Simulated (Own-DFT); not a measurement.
# Strain and stress in C40 NbSi2, 36 atoms (Nb12Si24)

The numbers are computed, not measured, by runs of the plane-wave DFT program Own-DFT (in-house, retired, unreviewed) at fixed positions, with no spin and no spin-orbit coupling.

Method: PBE; PseudoDojo norm-conserving scalar-relativistic files; cutoff 42 hartree; 4 x 4 x 5 k mesh centred on Gamma; cold (Marzari-Vanderbilt) smearing of 0.2 eV.

Caveats: forces on such cells failed a check on a denser k mesh; stress not checked against mesh or cutoff.

Unstrained cell vectors in Å: (0.000, 8.324, 0.000); (-9.613, 0.000, 0.000); (0.000, 0.000, 6.586). The unstrained cell was taken from the Materials Project. The random moves and any unrelaxed bonds add to the pressure at no strain. A uniform strain is put on this cell, atoms riding along. Each coordinate of each atom was shifted by a normal deviate of width 0.05 Å. Stress is counted positive in tension, P = -(s_xx + s_yy + s_zz)/3, and strain components are those of the symmetric tensor.

```
run,e_xx (%),e_yy (%),e_zz (%),e_yz (%),e_xz (%),e_xy (%),s_xx (GPa),s_yy (GPa),s_zz (GPa),s_yz (GPa),s_xz (GPa),s_xy (GPa),P (GPa),E (meV/atom)
1,-0.14,1.42,0.47,-0.66,-1.04,-0.06,-1.86,3.16,-1.08,-1.97,-3.07,-0.11,-0.08,9.7
2,-0.15,0.46,1.91,0.98,0.16,-1.76,-1.81,0.74,5.00,2.99,0.03,-5.20,-1.31,12.0
3,-1.76,1.42,1.60,1.54,-1.80,-1.24,-6.65,2.96,1.16,3.99,-5.42,-3.63,0.85,29.7
4,-1.32,1.19,-1.90,-0.16,0.21,-1.49,-7.48,-0.95,-13.12,-0.23,0.98,-4.31,7.18,20.0
5,-1.71,-1.16,1.93,-0.84,-0.74,-1.22,-8.57,-6.45,2.21,-2.79,-1.95,-4.13,4.27,20.3
6,-1.95,1.95,-0.86,-1.12,1.22,0.22,-9.41,1.67,-7.48,-3.49,4.06,0.23,5.08,28.2
7,0.41,1.81,1.41,0.69,1.86,0.44,1.53,5.47,3.02,2.74,5.57,1.41,-3.34,11.2
8,0.90,0.82,0.61,0.68,0.39,-0.50,2.32,1.62,0.24,2.11,1.52,-1.73,-1.39,0.0
9,-0.71,-1.01,-0.76,-0.22,-0.99,-0.71,-6.29,-7.43,-9.19,-1.18,-3.58,-2.06,7.64,18.1
10,0.00,-1.41,-0.17,-0.96,0.18,0.80,-3.96,-7.77,-5.22,-3.05,0.45,2.26,5.65,12.4
11,1.25,-0.66,0.18,0.73,1.29,-1.56,0.96,-4.16,-2.42,2.08,3.41,-4.49,1.87,18.3
12,-1.82,1.59,-0.73,1.33,0.58,-1.63,-9.72,0.71,-7.33,4.48,1.76,-5.22,5.45,33.9
13,1.73,-0.11,1.81,0.07,-1.97,-1.27,3.94,-0.30,4.36,0.11,-5.33,-3.50,-2.66,28.2
14,1.81,-1.81,1.31,-0.71,0.70,-1.08,4.03,-6.86,1.86,-2.18,2.05,-3.56,0.32,5.9
15,0.05,1.71,-0.15,0.76,-0.83,-1.81,?,?,?,?,?,?,?,?
```

E is the free energy for each atom above the lowest run shown.

## What the rows give

Least squares on the runs shown: each stress against a constant and the strains, taken as fractions with shears doubled. Shear strains stay in the fit of a normal stress only where such slopes are resolved. The slopes, in GPa:

```
stress,at no strain,per e_xx,per e_yy,per e_zz,scatter
s_xx,-2.7,370 ± 15,73 ± 14,69 ± 15,0.60
s_yy,-2.7,73 ± 7,362 ± 7,95 ± 7,0.28
s_zz,-4.0,83 ± 16,61 ± 15,424 ± 16,0.64
```

The slope of each shear stress on twice its own strain, from a fit on all six strains: yz 148 ± 7, xz 147 ± 5, xy 150 ± 5 GPa. These are stiffnesses along x, y and z of the frame in which the cell vectors are given, which need not be the crystal's axes. These are clamped-ion slopes: internal relaxation, where symmetry allows it, would soften some. The table should be nearly symmetric about its diagonal, and what it lacks of that shows the noise. A ninth of the table's sum, 179 ± 5 GPa, estimates the bulk modulus near the mean pressure of these runs, 2.1 GPa, so it lies above the value at zero pressure.

## Check

The question: what normal stresses and pressure should run 15 give?

The fitted form gives s_xx = -1.4, s_yy = 3.4, s_zz = -3.6 and P = 0.5 GPa. DFT gave -1.42, 3.28, -3.14 and P = 0.43 GPa.
